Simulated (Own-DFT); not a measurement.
# How strain changes the stress of wurtzite AlGaN with randomly placed atoms, 96 atoms (Al12Ga36N48)

All numbers below are calculated, not measured. The program, named Own-DFT, is a retired in-house plane-wave density functional code that no person has reviewed. Each row is one single-point run on a periodic cell that was not relaxed, without spin or spin-orbit coupling.

Settings of every run: PBE; PseudoDojo norm-conserving scalar-relativistic files (stringent for Ga); cutoff 96 hartree; 3 x 4 x 3 k mesh centred on Gamma; Gaussian smearing of 0.01 eV.

Known limits: k mesh not checked against a denser one; stress not checked against mesh or cutoff.

Unstrained cell vectors in Å: (12.679, 0.000, 0.000); (-4.755, 8.235, 0.000); (0.000, 0.000, 10.268). The unstrained cell has measured lattice constants (interpolated for alloys), not those of this functional. That, the random moves and any unrelaxed bonds set the pressure at no strain. Each run strains this cell uniformly, with the atoms carried along. Every atom was also moved at random, by a Gaussian of width 0.05 Å on each axis. The random placing of the alloy's atoms differs from row to row. Strain is the symmetric tensor, in per cent. Stress is positive in tension, and the pressure is minus a third of its trace.

| run | e_xx (%) | e_yy (%) | e_zz (%) | s_xx (GPa) | s_yy (GPa) | s_zz (GPa) | P (GPa) | E (meV/atom) |
|---|---|---|---|---|---|---|---|---|
| 1 | -1.50 | -1.50 | 0.00 | -15.25 | -14.71 | -10.83 | 13.60 | 26.7 |
| 2 | -0.75 | -0.75 | 0.00 | -9.26 | -13.52 | -8.71 | 10.50 | 25.0 |
| 3 | 3.00 | 3.00 | 0.00 | 7.14 | 8.34 | -3.82 | -3.88 | 0.0 |
| 4 | 1.00 | 1.00 | 0.00 | -1.33 | -2.73 | -4.77 | 2.95 | 1.6 |
| 5 | -2.25 | -2.25 | 0.00 | -20.18 | -22.76 | -10.40 | 17.78 | 65.7 |
| 6 | -2.50 | -2.50 | 0.00 | -22.35 | -23.96 | -10.66 | 18.99 | 60.7 |
| 7 | 0.50 | 0.50 | 0.00 | -5.78 | -3.33 | -6.86 | 5.32 | 16.1 |
| 8 | -1.00 | -1.00 | 0.00 | -13.97 | -11.34 | -7.41 | 10.91 | 6.8 |
| 9 | 2.25 | 2.25 | 0.00 | ? | ? | ? | ? | ? |

E is the free energy for each atom above the lowest run shown.

## Worked fit

The change of volume is close to e_xx + e_yy + e_zz. A straight line through the runs shown gives P = 7.77 - 208 x (fractional change of volume) GPa, with an error of 9 on the slope and a scatter of 0.85 GPa. The strain isn't the same on all axes and the cell isn't cubic, so the slope belongs to this path and is not the bulk modulus.

## Withheld run

Question: what pressure should run 9 give? Its volume changes by 4.55 %.

The line gives -1.7 GPa. The calculation gave -1.43 GPa.
